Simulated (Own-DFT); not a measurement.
# Response to strain: diamond-structure SiGeSn with randomly placed atoms, 64 atoms (Ge52Si8Sn4)

These are calculations, not measurements. The program, named Own-DFT, is a retired in-house plane-wave density functional code that no person has reviewed. Each row is one single-point run on a periodic cell that was not relaxed, without spin or spin-orbit coupling.

Settings of every run: PBE; PseudoDojo norm-conserving scalar-relativistic files; cutoff 49 hartree; 3 x 3 x 3 k mesh centred on Gamma; Fermi-Dirac smearing of 0.1 eV.

Known limits: forces on such cells moved up to 12 meV/angstrom on a denser k mesh; stress not checked against mesh or cutoff.

Unstrained cell vectors in Å: (11.363, 0.000, 0.000); (0.000, 11.363, 0.000); (0.000, 0.000, 11.363). The unstrained cell has measured lattice constants (interpolated for alloys), not those of this functional. That, the random moves and any unrelaxed bonds set the pressure at no strain. Each run strains this cell uniformly, with the atoms carried along. Every atom was also moved at random, by a Gaussian of width 0.05 Å on each axis. The random placing of the alloy's atoms differs from row to row. Strain is the symmetric tensor, in per cent. Stress is positive in tension, and the pressure is minus a third of its trace.

| run | e_xx (%) | e_yy (%) | e_zz (%) | s_xx (GPa) | s_yy (GPa) | s_zz (GPa) | P (GPa) | E (meV/atom) |
|---|---|---|---|---|---|---|---|---|
| 1 | 2.50 | 2.50 | 0.00 | -0.72 | -0.63 | -2.22 | 1.19 | 23.4 |
| 2 | -0.50 | -0.50 | 0.00 | -5.30 | -5.55 | -5.20 | 5.35 | 42.9 |
| 3 | -2.50 | -2.50 | 0.00 | -9.52 | -9.29 | -7.89 | 8.90 | 77.1 |
| 4 | -0.25 | -0.25 | 0.00 | -5.10 | -5.08 | -5.05 | 5.08 | 44.2 |
| 5 | -1.25 | -1.25 | 0.00 | -6.93 | -7.01 | -6.15 | 6.69 | 60.4 |
| 6 | -2.25 | -2.25 | 0.00 | -9.22 | -9.07 | -7.50 | 8.60 | 81.5 |
| 7 | 1.50 | 1.50 | 0.00 | -1.78 | -1.87 | -2.56 | 2.07 | 0.0 |
| 8 | 2.75 | 2.75 | 0.00 | -0.07 | -0.20 | -1.81 | 0.69 | 8.7 |
| 9 | -2.00 | -2.00 | 0.00 | ? | ? | ? | ? | ? |

E is the free energy for each atom above the lowest run shown.

## Worked fit

The change of volume is close to e_xx + e_yy + e_zz. A straight line through the runs shown gives P = 4.85 - 78 x (fractional change of volume) GPa, with an error of 3 on the slope and a scatter of 0.30 GPa. The strain isn't the same on all axes, but the crystal is cubic, so the slope still estimates the bulk modulus, averaged over pressures from 0.7 to 8.9 GPa.

## Withheld run

Question: what pressure should run 9 give? Its volume changes by -3.96 %.

The line gives 8.0 GPa. The calculation gave 8.11 GPa.
